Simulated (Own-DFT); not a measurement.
## Calculated data, Si7Ge (layered order of Si and Ge on the diamond lattice, atoms displaced)

Computed with Own-DFT development build. A calculation, not a measurement: plane-wave density functional theory by an unreviewed code, no spin, of a simulated periodic cell, stress positive in tension, run twice, with PBE and with PBEsol, both on files made for PBE, so the change isn't that of files made for PBEsol, forces on such cells passed a denser k mesh, this cell's mesh not checked; the far tail of each file's local potential was reset to the Coulomb form; each entry is a single point on an unrelaxed cell, so the pressure reflects the starting lattice, mostly measured values (interpolated for alloys), from which strain is counted, and rises with the displacements; printed positions are rounded, which can move forces by about a meV/angstrom; the program, named Own-DFT, is a retired in-house code; no spin-orbit coupling; stress was not checked against mesh or cutoff.

Settings shared by all entries: functional PBE, then PBEsol; potential files PseudoDojo norm-conserving, scalar-relativistic, standard set; wave cutoff 42 hartree; occupations Fermi-Dirac; smearing width 0.1 eV; k mesh 3 x 3 x 3 centred on Gamma.

(1) Si7Ge (layered order of Si and Ge on the diamond lattice, atoms displaced)

```
cell vectors (Å)
  10.9187     0.0000     0.0000
   0.0000    10.9187     0.0000
   0.0000     0.0000    10.9187
atoms (fractions of the cell vectors)
Ge  0.00040  0.99667  0.99969
Si  0.99921  0.24536  0.25694
Si  0.25017  0.99608  0.25322
Ge  0.25197  0.24845  0.99983
Si  0.12951  0.12605  0.12543
Si  0.12501  0.37653  0.37217
Si  0.37178  0.12906  0.37361
Si  0.37747  0.37599  0.12569
Si  0.99576  0.00325  0.49886
Si  0.99995  0.24874  0.74959
Si  0.24747  0.99820  0.75440
Si  0.24633  0.24973  0.49692
Si  0.12458  0.12913  0.62848
Si  0.12345  0.37515  0.87694
Si  0.37877  0.12254  0.87343
Si  0.37637  0.37497  0.62445
Ge  0.99921  0.49692  0.99803
Si  0.99633  0.74451  0.25031
Si  0.24669  0.49531  0.25343
Ge  0.24656  0.74855  0.00333
Si  0.12474  0.62139  0.12693
Si  0.12301  0.87640  0.37487
Si  0.37629  0.62768  0.37063
Si  0.37323  0.87288  0.13021
Si  0.99688  0.50185  0.49964
Si  0.99882  0.74962  0.75033
Si  0.24784  0.49882  0.75204
Si  0.24453  0.75107  0.49086
Si  0.13204  0.63436  0.62355
Si  0.12593  0.87897  0.87731
Si  0.37645  0.62370  0.87537
Si  0.37560  0.87750  0.62483
Ge  0.50199  0.00080  0.99528
Si  0.50253  0.25161  0.25308
Si  0.74624  0.99718  0.25178
Ge  0.75098  0.24738  0.99904
Si  0.62283  0.12226  0.12635
Si  0.62774  0.37436  0.37471
Si  0.87749  0.12207  0.37016
Si  0.87951  0.37787  0.12614
Si  0.49885  0.00036  0.50097
Si  0.50468  0.25267  0.75045
Si  0.74894  0.99676  0.74897
Si  0.74924  0.25317  0.50356
Si  0.62741  0.12271  0.62818
Si  0.62400  0.37300  0.87438
Si  0.87344  0.12682  0.87144
Si  0.87694  0.37268  0.62327
Ge  0.50365  0.49837  0.99805
Si  0.49823  0.74674  0.24451
Si  0.75072  0.50069  0.24439
Ge  0.75061  0.75024  0.99837
Si  0.62671  0.61904  0.12937
Si  0.62485  0.87879  0.37551
Si  0.87917  0.62523  0.37100
Si  0.87308  0.87279  0.12734
Si  0.50378  0.49517  0.50418
Si  0.50099  0.75107  0.75308
Si  0.74651  0.49834  0.74826
Si  0.74485  0.75121  0.49866
Si  0.62452  0.62303  0.62532
Si  0.62353  0.87550  0.87789
Si  0.87765  0.62154  0.87628
Si  0.87617  0.87344  0.62358
```

| Quantity | Value |
| --- | --- |
| PBE pressure | 2.25 GPa |
| PBE stress xx | -2.27 GPa |
| PBE stress yy | -2.25 GPa |
| PBE stress zz | -2.24 GPa |
| PBE stress yz | 0.75 GPa |
| PBE stress xz | 0.51 GPa |
| PBE stress xy | 0.09 GPa |
| PBEsol pressure | 0.75 GPa |
| PBEsol stress xx | -0.76 GPa |
| PBEsol stress yy | -0.75 GPa |
| PBEsol stress zz | -0.73 GPa |
| PBEsol stress yz | 0.77 GPa |
| PBEsol stress xz | 0.52 GPa |
| PBEsol stress xy | 0.08 GPa |
| rms change of force components from PBE to PBEsol | 0.031 eV/Å |

Force:
```csv
force element,PBE force x (eV/Å),PBE force y (eV/Å),PBE force z (eV/Å),PBEsol force x (eV/Å),PBEsol force y (eV/Å),PBEsol force z (eV/Å)
Ge,-0.398,0.891,0.452,-0.39,0.87,0.441
Si,0.623,0.72,-1.246,0.619,0.712,-1.238
Si,0.011,0.605,-0.23,0.008,0.596,-0.228
Ge,0.343,0.215,-0.115,0.333,0.209,-0.115
Si,-0.623,-0.48,0.681,-0.605,-0.462,0.579
Si,-0.749,-0.376,0.923,-0.749,-0.368,0.913
Si,0.386,-0.571,0.226,0.383,-0.561,0.216
Si,-0.164,-0.122,0.492,-0.156,-0.114,0.392
Si,0.696,-0.251,0.435,0.689,-0.243,0.437
Si,-0.052,0.488,0.227,-0.054,0.486,0.235
Si,0.516,0.483,-0.712,0.507,0.477,-0.702
Si,0.29,0.376,0.496,0.279,0.372,0.49
Si,0.09,-0.736,-0.468,0.097,-0.732,-0.46
Si,0.245,-0.488,-0.814,0.236,-0.48,-0.701
Si,-0.409,0.588,-0.746,-0.391,0.576,-0.645
Si,-0.474,-0.349,0.175,-0.474,-0.35,0.178
Ge,0.403,0.431,0.453,0.392,0.421,0.445
Si,0.856,0.915,-0.428,0.855,0.91,-0.436
Si,0.9,0.681,-0.707,0.894,0.674,-0.704
Ge,0.424,0.029,-0.243,0.412,0.028,-0.238
Si,-0.246,-0.115,0.408,-0.237,-0.11,0.309
Si,-0.796,0.012,-0.234,-0.802,0.019,-0.237
Si,-0.148,-0.842,0.684,-0.139,-0.835,0.679
Si,0.238,0.342,-0.575,0.228,0.338,-0.661
Si,0.859,0.139,0.228,0.852,0.14,0.234
Si,0.476,0.209,0.117,0.467,0.205,0.128
Si,0.341,0.287,-0.391,0.328,0.278,-0.382
Si,1.339,0.355,0.594,1.33,0.353,0.573
Si,-0.946,-1.142,0.238,-0.927,-1.125,0.242
Si,-0.31,-1.071,-0.612,-0.318,-1.06,-0.499
Si,-0.306,0.172,-0.292,-0.297,0.165,-0.196
Si,-0.513,-0.588,-0.045,-0.51,-0.587,-0.041
Ge,-0.635,-0.342,1.193,-0.621,-0.334,1.166
Si,-0.3,-0.18,-0.393,-0.295,-0.178,-0.393
Si,0.53,0.346,-0.455,0.524,0.342,-0.458
Ge,-0.02,0.388,0.539,-0.023,0.379,0.524
Si,0.246,0.319,0.392,0.239,0.313,0.288
Si,0.169,0.292,0.067,0.174,0.297,0.059
Si,-1.291,0.189,0.881,-1.291,0.183,0.867
Si,-0.473,-1.079,0.481,-0.445,-1.058,0.381
Si,-0.053,0.604,-0.136,-0.056,0.602,-0.14
Si,-0.659,-0.603,-0.313,-0.654,-0.596,-0.31
Si,0.326,-0.027,0.23,0.322,-0.039,0.236
Si,0.322,-0.911,-0.615,0.314,-0.906,-0.607
Si,-0.271,0.27,-0.427,-0.266,0.266,-0.42
Si,0.57,0.094,-0.271,0.567,0.101,-0.16
Si,0.219,-0.754,-0.22,0.207,-0.739,-0.124
Si,-0.155,0.48,0.369,-0.145,0.475,0.373
Ge,-0.335,0.182,0.322,-0.329,0.177,0.316
Si,0.699,0.392,0.61,0.702,0.39,0.592
Si,0.538,-0.447,1.1,0.536,-0.449,1.088
Ge,-0.113,-0.487,0.393,-0.111,-0.478,0.385
Si,-0.259,0.905,-0.69,-0.266,0.896,-0.779
Si,-0.76,-0.762,-0.042,-0.76,-0.755,-0.045
Si,-1.373,-0.287,0.749,-1.364,-0.287,0.746
Si,0.089,0.078,0.344,0.089,0.08,0.245
Si,-0.495,0.711,-0.824,-0.49,0.699,-0.819
Si,-0.233,-0.133,-0.451,-0.229,-0.13,-0.443
Si,0.717,-0.066,0.212,0.707,-0.07,0.214
Si,0.718,-0.348,-0.071,0.706,-0.349,-0.073
Si,-0.064,0.444,0.098,-0.064,0.446,0.101
Si,0.485,-0.296,-0.995,0.478,-0.282,-0.877
Si,-0.638,0.234,-1.004,-0.625,0.221,-0.892
Si,-0.4,-0.016,-0.044,-0.389,-0.019,-0.046
```

(2) Si7Ge (layered order of Si and Ge on the diamond lattice, atoms displaced)

```
cell vectors (Å)
  10.9187     0.0000     0.0000
   0.0000    10.9187     0.0000
   0.0000     0.0000    10.9187
atoms (fractions of the cell vectors)
Ge  0.00150  0.99897  0.00202
Si  0.99973  0.24915  0.24941
Si  0.24507  0.00095  0.25003
Ge  0.25145  0.24223  0.00209
Si  0.12219  0.12270  0.12567
Si  0.12810  0.37516  0.37258
Si  0.38079  0.12566  0.37120
Si  0.37700  0.37777  0.12574
Si  0.99741  0.99811  0.50076
Si  0.00010  0.24335  0.74854
Si  0.24956  0.00086  0.75336
Si  0.24727  0.24924  0.50271
Si  0.12850  0.12420  0.62285
Si  0.12966  0.37516  0.87472
Si  0.37005  0.12099  0.87506
Si  0.37592  0.37448  0.62596
Ge  0.99953  0.50133  0.00017
Si  0.99990  0.75301  0.25248
Si  0.25012  0.49715  0.25428
Ge  0.25089  0.74737  0.99604
Si  0.12352  0.62953  0.12511
Si  0.12142  0.87646  0.37583
Si  0.37416  0.62708  0.37352
Si  0.37561  0.87450  0.12594
Si  0.99942  0.50202  0.49813
Si  0.00373  0.75138  0.74829
Si  0.25640  0.49831  0.74967
Si  0.24985  0.74600  0.49807
Si  0.12582  0.62131  0.62485
Si  0.12498  0.87740  0.87602
Si  0.37301  0.62188  0.87384
Si  0.37383  0.87556  0.62797
Ge  0.50180  0.00408  0.00333
Si  0.49848  0.25291  0.24727
Si  0.74919  0.00185  0.25074
Ge  0.74708  0.25065  0.00163
Si  0.62384  0.12278  0.12374
Si  0.62374  0.37997  0.37817
Si  0.87401  0.11948  0.37638
Si  0.87542  0.37498  0.12791
Si  0.49846  0.00583  0.50557
Si  0.50107  0.24590  0.75072
Si  0.75135  0.99804  0.74653
Si  0.75146  0.25270  0.50013
Si  0.62378  0.12844  0.62557
Si  0.62761  0.37566  0.87856
Si  0.87701  0.12025  0.87400
Si  0.87469  0.37069  0.62598
Ge  0.49762  0.50129  0.00053
Si  0.49955  0.74793  0.24867
Si  0.75047  0.49993  0.25182
Ge  0.75098  0.75258  0.99809
Si  0.62657  0.62136  0.12543
Si  0.62595  0.87525  0.37386
Si  0.87346  0.63041  0.37139
Si  0.87618  0.87233  0.12257
Si  0.49727  0.50008  0.50244
Si  0.50158  0.75218  0.75136
Si  0.75236  0.49863  0.75058
Si  0.74902  0.74888  0.49717
Si  0.62417  0.62317  0.62823
Si  0.61806  0.87947  0.87999
Si  0.87753  0.62081  0.87421
Si  0.87339  0.87645  0.63113
```

| Item | Value |
| --- | --- |
| PBE pressure | 2.2 GPa |
| PBE stress xx | -2.2 GPa |
| PBE stress yy | -2.18 GPa |
| PBE stress zz | -2.22 GPa |
| PBE stress yz | -0.08 GPa |
| PBE stress xz | -0.02 GPa |
| PBE stress xy | -0.01 GPa |
| PBEsol pressure | 0.69 GPa |
| PBEsol stress xx | -0.69 GPa |
| PBEsol stress yy | -0.67 GPa |
| PBEsol stress zz | -0.71 GPa |
| PBEsol stress yz | -0.08 GPa |
| PBEsol stress xz | -0.02 GPa |
| PBEsol stress xy | -0.01 GPa |
| rms change of force components from PBE to PBEsol | 0.032 eV/Å |

Force:
```csv
force element,PBE force x (eV/Å),PBE force y (eV/Å),PBE force z (eV/Å),PBEsol force x (eV/Å),PBEsol force y (eV/Å),PBEsol force z (eV/Å)
Ge,-0.314,-0.121,-0.184,-0.306,-0.119,-0.179
Si,-0.035,-0.127,0.373,-0.037,-0.129,0.371
Si,0.674,-0.209,0.187,0.666,-0.206,0.181
Ge,-0.183,1.055,0.174,-0.178,1.027,0.171
Si,0.118,0.333,0.613,0.111,0.326,0.499
Si,-0.726,-0.355,0.642,-0.722,-0.356,0.636
Si,-1.004,0.084,0.457,-0.99,0.081,0.444
Si,-0.683,-0.452,0.315,-0.671,-0.432,0.21
Si,0.208,0.034,0.443,0.203,0.032,0.447
Si,0.389,0.63,0.244,0.389,0.622,0.249
Si,-0.265,-0.416,-0.589,-0.268,-0.412,-0.581
Si,0.831,0.188,-0.732,0.825,0.187,-0.727
Si,-0.561,-0.407,0.24,-0.552,-0.413,0.237
Si,-0.382,-0.442,-0.404,-0.381,-0.439,-0.313
Si,1.025,0.333,-0.424,1.015,0.341,-0.315
Si,0.092,-0.54,-0.097,0.095,-0.544,-0.097
Ge,0.428,-0.447,0.252,0.416,-0.434,0.248
Si,0.015,-0.051,-0.492,0.019,-0.047,-0.49
Si,0.088,0.746,-0.892,0.088,0.742,-0.892
Ge,-0.014,0.484,0.393,-0.014,0.472,0.382
Si,0.228,-0.536,0.814,0.232,-0.53,0.71
Si,0.457,-0.192,0.261,0.456,-0.189,0.262
Si,0.238,-0.434,0.156,0.241,-0.43,0.148
Si,-0.327,0.013,0.323,-0.324,0.019,0.228
Si,-0.218,-0.367,-0.091,-0.224,-0.363,-0.096
Si,-0.21,-0.315,0.34,-0.203,-0.312,0.341
Si,-0.787,-0.054,-0.107,-0.779,-0.051,-0.106
Si,-0.198,0.673,0.332,-0.199,0.667,0.329
Si,0.19,0.177,0.032,0.191,0.168,0.04
Si,0.075,-0.375,-0.582,0.066,-0.368,-0.471
Si,0.598,0.508,-0.633,0.595,0.51,-0.523
Si,-0.089,-0.121,-0.339,-0.094,-0.124,-0.335
Ge,-1.097,-0.336,-0.153,-1.074,-0.327,-0.15
Si,0.73,0.024,0.234,0.732,0.028,0.222
Si,0.105,-0.571,-0.465,0.106,-0.566,-0.472
Ge,0.819,-0.423,-0.048,0.798,-0.414,-0.045
Si,0.356,0.815,1.196,0.343,0.8,1.079
Si,0.056,-0.542,-0.266,0.049,-0.536,-0.264
Si,0.078,0.897,-0.06,0.079,0.887,-0.059
Si,-0.104,-0.052,0.194,-0.104,-0.048,0.094
Si,0.197,-0.806,-0.644,0.193,-0.8,-0.63
Si,-0.286,0.612,0.558,-0.286,0.606,0.567
Si,-0.942,0.479,0.89,-0.945,0.476,0.887
Si,-0.362,-0.38,-0.268,-0.358,-0.378,-0.274
Si,0.696,-0.198,-0.099,0.7,-0.192,-0.098
Si,-0.607,0.028,-1.011,-0.599,0.024,-0.901
Si,-0.479,0.389,-0.222,-0.47,0.375,-0.122
Si,0.441,0.464,-0.073,0.442,0.46,-0.066
Ge,0.408,-0.076,-0.187,0.398,-0.074,-0.183
Si,0.319,0.202,0.053,0.322,0.196,0.044
Si,0.011,0.014,-0.028,0.014,0.009,-0.03
Ge,-0.332,-0.605,-0.18,-0.324,-0.591,-0.176
Si,0.043,0.535,0.308,0.039,0.525,0.208
Si,-0.575,0.204,0.362,-0.576,0.207,0.356
Si,0.212,-0.589,0.388,0.21,-0.582,0.377
Si,-0.188,0.469,1.057,-0.192,0.463,0.944
Si,0.013,0.372,-0.089,0.004,0.375,-0.088
Si,-0.315,-0.247,0.167,-0.31,-0.246,0.171
Si,-0.173,-0.152,-0.046,-0.172,-0.151,-0.045
Si,-0.02,0.27,0.713,-0.02,0.267,0.71
Si,0.215,0.203,-0.301,0.214,0.198,-0.294
Si,1.038,-0.37,-1.186,1.018,-0.347,-1.068
Si,-0.197,0.889,-0.72,-0.181,0.876,-0.614
Si,0.284,-0.819,-1.101,0.283,-0.818,-1.088
```
